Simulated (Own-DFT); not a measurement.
# Response to strain: wurtzite AlN, 128 atoms (Al64N64)

All numbers below are calculated, not measured. The program, named Own-DFT, is a retired in-house plane-wave density functional code that no person has reviewed. Each row is one single-point run on a periodic cell that was not relaxed, without spin or spin-orbit coupling.

Settings of every run: PBE; PseudoDojo norm-conserving scalar-relativistic files; cutoff 42 hartree; 3 x 3 x 3 k mesh centred on Gamma; Gaussian smearing of 0.01 eV.

Known limits: k mesh not checked against a denser one; stress not checked against mesh or cutoff.

Unstrained cell vectors in Å: (12.448, 0.000, 0.000); (-6.224, 10.780, 0.000); (0.000, 0.000, 9.964). The unstrained cell has measured lattice constants (interpolated for alloys), not those of this functional. That, the random moves and any unrelaxed bonds set the pressure at no strain. Each run strains this cell uniformly, with the atoms carried along. Every atom was also moved at random, by a Gaussian of width 0.05 Å on each axis. Strain is the symmetric tensor, in per cent. Stress is positive in tension, and the pressure is minus a third of its trace.

```
run,e_xx (%),e_yy (%),e_zz (%),e_yz (%),e_xz (%),e_xy (%),s_xx (GPa),s_yy (GPa),s_zz (GPa),s_yz (GPa),s_xz (GPa),s_xy (GPa),P (GPa),E (meV/atom)
1,0.82,0.92,-1.42,1.24,-1.66,-0.39,-0.92,-1.69,-12.47,3.34,-3.88,-0.36,5.03,15.3
2,1.64,0.97,0.75,1.26,0.96,-0.91,2.51,-0.04,-0.87,3.48,2.66,-3.05,-0.53,16.8
3,-0.43,1.82,0.04,-0.29,-0.54,-1.05,-6.27,2.46,-4.71,-0.21,-1.40,-3.95,2.84,7.7
4,-1.18,-1.96,-1.99,-0.15,1.73,-1.79,-15.29,-20.70,-18.79,-0.47,4.78,-7.18,18.26,63.0
5,0.81,1.40,-0.10,-1.28,-1.94,-1.43,-0.16,0.77,-3.80,-3.40,-4.58,-5.25,1.06,0.0
6,-0.41,-1.98,0.18,-0.95,-1.69,0.97,-12.19,-14.17,-7.04,-2.10,-5.31,5.12,11.14,30.0
7,-0.95,1.02,-1.31,1.96,-1.05,1.71,-11.42,-3.16,-10.90,5.00,-1.34,4.74,8.50,30.8
8,-0.44,-1.81,-0.66,-0.76,-1.61,-0.66,-11.42,-13.33,-12.22,-2.01,-3.89,-3.45,12.32,27.8
9,-1.43,-0.93,-0.86,-0.13,-0.20,1.12,-12.47,-14.06,-11.73,1.15,-0.71,3.29,12.75,23.6
10,1.51,-0.55,-0.28,0.03,0.27,-1.39,0.97,-8.87,-5.24,0.86,0.19,-4.68,4.38,10.9
11,1.02,-1.66,1.34,-0.88,0.01,0.18,-0.69,-11.16,-1.32,-2.60,0.35,1.27,4.39,6.6
12,-0.07,0.35,-1.83,0.21,0.05,1.14,-7.19,-5.61,-16.92,0.62,0.38,5.12,9.91,36.3
13,1.59,0.07,0.46,1.86,0.48,-1.34,1.55,-2.73,-3.79,5.20,2.36,-5.85,1.66,8.9
14,0.59,0.61,0.16,-0.63,-1.16,-1.14,-2.20,-3.23,-3.49,-1.43,-3.41,-3.33,2.98,7.9
15,0.13,0.70,-0.18,1.08,0.23,0.82,-3.74,-4.06,-4.40,2.91,0.87,3.71,4.07,2.3
16,0.77,-0.17,-0.66,-1.75,-0.45,-0.29,?,?,?,?,?,?,?,?
```

E is the free energy for each atom above the lowest run shown.

## Worked fit

Each stress component was fitted by least squares to a constant and the strains of the runs shown, as fractions, with shears doubled. Shear strains stay in the fit of a normal stress only where such slopes are resolved. The slopes, in GPa:

```
stress,at no strain,per e_xx,per e_yy,per e_zz,scatter
s_xx,-6.0,492 ± 42,115 ± 26,56 ± 43,1.20
s_yy,-6.1,96 ± 48,461 ± 30,119 ± 49,1.39
s_zz,-5.8,33 ± 42,116 ± 26,524 ± 43,1.22
```

Each shear stress against twice its own strain: yz 130 ± 11, xz 126 ± 9, xy 208 ± 13 GPa. These are stiffnesses along x, y and z of the frame in which the cell vectors are given, which need not be the crystal's axes. The atoms are held to the strained lattice; where symmetry lets them move under strain, relaxing them would lower some slopes. The table should be nearly symmetric about its diagonal, and what it lacks of that shows the noise. A ninth of its sum, 224 ± 5 GPa, estimates the bulk modulus near the mean pressure of these runs, 6.6 GPa, so it lies above the value at zero pressure.

## Withheld run

Question: what normal stresses and pressure should run 16 give?

The fit gives s_xx = -2.8, s_yy = -6.9, s_zz = -9.3 and P = 6.3 GPa. The calculation gave -2.68, -6.70, -6.60 and P = 5.33 GPa.
